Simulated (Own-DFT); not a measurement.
# Computed records: GaN (wurtzite, atoms displaced)

Computed with Own-DFT development build. A calculation, not a measurement: plane-wave PBE density functional theory by an unreviewed code, no spin, of a simulated periodic cell, stress positive in tension, free energy of the whole cell less one offset for each atom, forces on such cells passed a denser k mesh, this cell's mesh not checked; offsets are fitted by least squares, one for each functional and potential file, so energies compare only between cells with the same atoms and settings and are not formation energies; the far tail of each file's local potential was reset to the Coulomb form; each entry is a single point on an unrelaxed cell, so the pressure reflects the starting lattice, mostly measured values (interpolated for alloys), from which strain is counted, and rises with the displacements; printed positions are rounded, which can move forces by about a meV/angstrom; the program, named Own-DFT, is a retired in-house code; no spin-orbit coupling.

```cif
# cell vector a (Å): 12.7560 0.0000 0.0000
# cell vector b (Å): -4.7835 8.2853 0.0000
# cell vector c (Å): 0.0000 0.0000 10.3700
data_GaN
_symmetry_space_group_name_H-M 'P 1'
_symmetry_Int_Tables_number 1
_cell_length_a 12.7560
_cell_length_b 9.5670
_cell_length_c 10.3700
_cell_angle_alpha 90.000
_cell_angle_beta 90.000
_cell_angle_gamma 120.000
_cell_volume 1095.98
loop_
_atom_site_label
_atom_site_type_symbol
_atom_site_fract_x
_atom_site_fract_y
_atom_site_fract_z
_atom_site_occupancy
Ga1 Ga 0.08458 0.22822 0.00035 1
Ga2 Ga 0.16301 0.11297 0.24969 1
N1 N 0.07695 0.21519 0.18441 1
N2 N 0.16341 0.09784 0.42989 1
Ga3 Ga 0.08270 0.23146 0.49885 1
Ga4 Ga 0.16234 0.10731 0.75476 1
N3 N 0.09254 0.23258 0.68951 1
N4 N 0.16412 0.10379 0.94514 1
Ga5 Ga 0.07433 0.55802 0.99622 1
Ga6 Ga 0.16152 0.43450 0.25535 1
N5 N 0.08663 0.55647 0.18934 1
N6 N 0.17105 0.45214 0.44749 1
Ga7 Ga 0.08316 0.55605 0.49729 1
Ga8 Ga 0.17252 0.45033 0.74077 1
N7 N 0.08280 0.55682 0.68972 1
N8 N 0.17019 0.44566 0.94365 1
Ga9 Ga 0.08787 0.89337 0.99400 1
Ga10 Ga 0.17186 0.78237 0.25390 1
N9 N 0.08414 0.89556 0.18704 1
N10 N 0.16308 0.78023 0.44198 1
Ga11 Ga 0.08677 0.88842 0.49893 1
Ga12 Ga 0.16720 0.78043 0.75011 1
N11 N 0.08218 0.89105 0.68884 1
N12 N 0.16630 0.77542 0.94284 1
Ga13 Ga 0.32623 0.22423 0.99596 1
Ga14 Ga 0.42057 0.11792 0.25235 1
N13 N 0.33563 0.21834 0.18462 1
N14 N 0.41343 0.10761 0.43926 1
Ga15 Ga 0.33839 0.21591 0.50254 1
Ga16 Ga 0.42341 0.11637 0.75509 1
N15 N 0.33418 0.21554 0.69399 1
N16 N 0.42195 0.11522 0.93491 1
Ga17 Ga 0.33677 0.55621 0.99598 1
Ga18 Ga 0.40850 0.43953 0.24214 1
N17 N 0.33123 0.56005 0.18282 1
N18 N 0.41462 0.44700 0.43520 1
Ga19 Ga 0.33732 0.56620 0.49995 1
Ga20 Ga 0.41784 0.44904 0.74863 1
N19 N 0.33224 0.55957 0.69776 1
N20 N 0.41830 0.44785 0.93847 1
Ga21 Ga 0.33443 0.88868 0.99467 1
Ga22 Ga 0.41528 0.78406 0.24852 1
N21 N 0.34011 0.89351 0.18752 1
N22 N 0.40519 0.76810 0.43830 1
Ga23 Ga 0.32876 0.87355 0.50410 1
Ga24 Ga 0.42130 0.77654 0.75735 1
N23 N 0.33728 0.88832 0.69558 1
N24 N 0.42066 0.77500 0.93539 1
Ga25 Ga 0.58937 0.22725 0.00814 1
Ga26 Ga 0.66704 0.10808 0.24550 1
N25 N 0.58083 0.22838 0.18538 1
N26 N 0.66496 0.10131 0.43808 1
Ga27 Ga 0.59095 0.22288 0.49172 1
Ga28 Ga 0.67756 0.11647 0.75327 1
N27 N 0.57587 0.21297 0.69177 1
N28 N 0.66156 0.10686 0.93764 1
Ga29 Ga 0.58566 0.55464 0.00065 1
Ga30 Ga 0.67325 0.44311 0.25074 1
N29 N 0.58589 0.56285 0.19022 1
N30 N 0.66241 0.44457 0.44192 1
Ga31 Ga 0.58839 0.55585 0.49761 1
Ga32 Ga 0.67062 0.44330 0.75815 1
N31 N 0.58171 0.55870 0.68594 1
N32 N 0.66984 0.44312 0.93411 1
Ga33 Ga 0.58557 0.89359 0.00398 1
Ga34 Ga 0.66082 0.77016 0.24485 1
N33 N 0.58044 0.89329 0.19300 1
N34 N 0.67076 0.78479 0.43688 1
Ga35 Ga 0.58948 0.88778 0.49629 1
Ga36 Ga 0.66608 0.77609 0.75399 1
N35 N 0.58163 0.88875 0.69043 1
N36 N 0.66690 0.77962 0.93801 1
Ga37 Ga 0.82383 0.21513 0.99593 1
Ga38 Ga 0.91625 0.10925 0.24901 1
N37 N 0.83064 0.22961 0.17898 1
N38 N 0.91427 0.11910 0.43864 1
Ga39 Ga 0.83805 0.22919 0.49725 1
Ga40 Ga 0.90764 0.10068 0.74896 1
N39 N 0.83486 0.23006 0.68296 1
N40 N 0.91860 0.10974 0.93925 1
Ga41 Ga 0.82983 0.55101 0.99415 1
Ga42 Ga 0.91882 0.45392 0.25293 1
N41 N 0.83777 0.55992 0.18545 1
N42 N 0.92111 0.44749 0.43100 1
Ga43 Ga 0.83019 0.55535 0.50661 1
Ga44 Ga 0.90923 0.44017 0.75618 1
N43 N 0.83086 0.54855 0.68798 1
N44 N 0.91867 0.43389 0.94878 1
Ga45 Ga 0.83023 0.89337 0.00280 1
Ga46 Ga 0.91495 0.77641 0.24646 1
N45 N 0.83571 0.89052 0.18872 1
N46 N 0.91133 0.77392 0.45383 1
Ga47 Ga 0.84072 0.89595 0.50627 1
Ga48 Ga 0.91609 0.77636 0.75269 1
N47 N 0.83411 0.88953 0.68243 1
N48 N 0.91897 0.77414 0.93178 1
_calc_functional 'PBE'
_calc_potential_files 'PseudoDojo norm-conserving, scalar-relativistic, standard set'
_calc_wave_cutoff 42  # hartree
_calc_occupations 'Fermi-Dirac'
_calc_smearing_width 0.1  # eV
_calc_hardware 'one NVIDIA H200'
_calc_k_mesh '3 x 4 x 3 centred on Gamma'
_calc_free_energy_of_cell_above_offsets '24.308'  # eV
_calc_pressure 7.42  # GPa
_calc_stress_xx -6.2  # GPa
_calc_stress_yy -8.44  # GPa
_calc_stress_zz -7.62  # GPa
_calc_stress_yz 0.09  # GPa
_calc_stress_xz 0.52  # GPa
_calc_stress_xy 0.02  # GPa
_calc_wall_time 1118  # s
```

Force:
```csv
element,x (eV/Å),y (eV/Å),z (eV/Å)
Ga,0.037,-0.155,-0.586
Ga,1.091,-0.278,-0.588
N,0.337,0.892,0.879
N,-0.562,2.165,1.521
Ga,1.363,-1.275,0.51
Ga,0.661,0.804,-0.553
N,-1.247,-1.744,-0.383
N,-0.95,1.761,-1.306
Ga,3.447,0.039,1.454
Ga,0.184,1.309,-0.845
N,-0.529,0.196,0.248
N,-0.264,-0.644,-1.266
Ga,-0.324,0.512,0.916
Ga,-1.65,-0.384,2.108
N,-0.701,-0.202,-0.116
N,-0.913,0.321,-1.173
Ga,-0.492,-1.779,1.551
Ga,-0.465,0.01,-0.933
N,0.324,-1.234,-0.092
N,1.456,-0.98,-0.556
Ga,-1.706,0.099,0.733
Ga,0.424,-0.069,0.036
N,0.149,-0.413,0.096
N,-0.049,0.471,-0.882
Ga,2.181,-0.105,0.302
Ga,-0.639,-0.994,-0.018
N,-1.301,0.45,-0.076
N,1.848,-0.643,-0.278
Ga,-1.921,0.997,0.225
Ga,-1.202,-1.396,-0.552
N,-0.944,0.814,-0.384
N,-0.47,0.012,1.874
Ga,-1.027,0.168,0.501
Ga,0.521,0.67,0.843
N,0.199,-0.529,0.876
N,0.557,-0.396,0.309
Ga,1.009,-2.435,1.175
Ga,0.001,-1.028,-0.15
N,1.653,0.337,-1.753
N,0.81,-0.422,-0.169
Ga,0.426,0.325,0.452
Ga,0.388,-1.461,0.467
N,-1.395,0.571,-0.385
N,1.87,2.306,-1.017
Ga,-0.72,2.019,0.847
Ga,-0.757,0.689,-1.3
N,-0.568,-0.234,-0.523
N,-0.276,0.769,1.759
Ga,-1.375,-0.803,-1.954
Ga,-0.085,1.181,0.76
N,1.395,-0.173,1.448
N,0.243,1.747,-0.788
Ga,-1.53,-1.04,1.765
Ga,-2.54,-1.151,-1.148
N,3.002,2.049,-1.264
N,0.325,0.584,0.12
Ga,-0.468,0.034,0.125
Ga,-1.175,0.948,0.154
N,0.391,-2.423,-0.847
N,2.065,-0.565,-1.156
Ga,-2.331,0.833,0.247
Ga,-1.604,-0.908,-2.8
N,1.146,-0.296,0.523
N,-0.691,0.012,1.848
Ga,-0.544,-1.163,-0.201
Ga,0.377,2.197,1.33
N,0.884,-0.84,-0.863
N,0.941,-0.979,-0.396
Ga,-1.612,-0.71,1.246
Ga,-0.407,0.224,-1.166
N,1.308,0.527,-0.478
N,0.129,-0.164,0.665
Ga,1.65,-0.057,0.612
Ga,-1.217,0.425,0.003
N,0.624,-0.626,1.557
N,1.468,-0.711,-0.372
Ga,-1.214,-0.092,-0.204
Ga,1.304,1.964,0.249
N,0.782,-0.787,0.595
N,-0.957,0.068,-0.627
Ga,1.308,0.95,0.862
Ga,0.976,-0.655,-1.781
N,-0.783,-0.335,-0.25
N,-1.279,-0.06,1.748
Ga,0.563,-0.328,-1.02
Ga,1.953,0.885,-0.087
N,-0.188,0.693,0.941
N,-2.779,0.128,-2.137
Ga,1.37,-0.594,-0.363
Ga,0.657,0.728,1.069
N,-0.943,-0.415,0.009
N,0.998,0.286,-2.057
Ga,-1.11,-0.071,-2.069
Ga,0.162,0.071,-1.375
N,-0.285,-0.602,2.189
N,-0.766,0.11,1.538
```
